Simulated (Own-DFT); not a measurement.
# Point defects and the pressure they add: C11b WSi2

Everything here is calculated. The program is Own-DFT (plane waves, in-house, since retired, never reviewed by a person); positions were held fixed, and spin and spin-orbit coupling were off.

Common settings: PBE; PseudoDojo norm-conserving scalar-relativistic files; cutoff 50 hartree; 5 x 5 x 5 k mesh centred on Gamma; cold (Marzari-Vanderbilt) smearing of 0.2 eV.

Keep in mind: forces on such cells failed a check on a denser k mesh; stress not checked against mesh or cutoff.

All runs share one cell, with vectors in Å (-2.148, -5.953, 3.409); (-6.444, 2.976, 1.136); (-2.553, -2.948, -6.757) and a volume of 403.2 Å³. Atoms were moved at random from their sites; u is the rms move along one axis. The defect's site can differ from row to row.

| cell | formula | u (Å) | P (GPa) |
|---|---|---|---|
| no defect | Si20W10 | 0.0193 | 4.32 |
| no defect | Si20W10 | 0.0480 | 6.29 |
| no defect | Si20W10 | 0.0548 | 6.36 |
| one W on a Si site | Si19W11 | 0.0331 | 9.36 |
| one W on a Si site | Si19W11 | 0.0457 | 10.95 |
| one W on a Si site | Si19W11 | 0.0459 | 10.90 |
| one Si on a W site | Si21W9 | 0.0294 | 6.31 |
| one Si on a W site | Si21W9 | 0.0301 | 6.19 |
| one Si on a W site | Si21W9 | 0.0451 | 6.69 |
| one Si vacancy | Si19W10 | 0.0309 | 3.39 |
| one Si vacancy | Si19W10 | 0.0313 | 3.25 |
| one Si vacancy | Si19W10 | 0.0433 | 4.21 |
| one W vacancy | Si20W9 | 0.0277 | 3.45 |
| one W vacancy | Si20W9 | 0.0320 | ? |
| one W vacancy | Si20W9 | 0.0473 | 4.60 |
| one W vacancy | Si20W9 | 0.0483 | 4.54 |

## Analysis

P = P0 + c u² + a shift for each defect gives P0 = 4.08 GPa, c = 833 ± 106 GPa/Å² and a scatter of 0.29 GPa. The shifts, and each times the cell's volume:

- one W on a Si site: 4.86 ± 0.23 GPa, 12.2 eV
- one Si on a W site: 1.27 ± 0.24 GPa, 3.2 eV
- one W vacancy: -1.36 ± 0.23 GPa, -3.4 eV
- one Si vacancy: -1.52 ± 0.24 GPa, -3.8 eV

Against the defect-free cell, a freed cell would be larger where the shift is positive and smaller where it is negative (160.2 GPa Å³ is 1 eV). The atoms around the defects weren't relaxed, which would change these numbers.

## Check

Q: what pressure belongs in the blank (one W vacancy, u = 0.0320 Å)?

Estimate: 3.57 ± 0.34 GPa. The calculation gave 3.53 GPa.
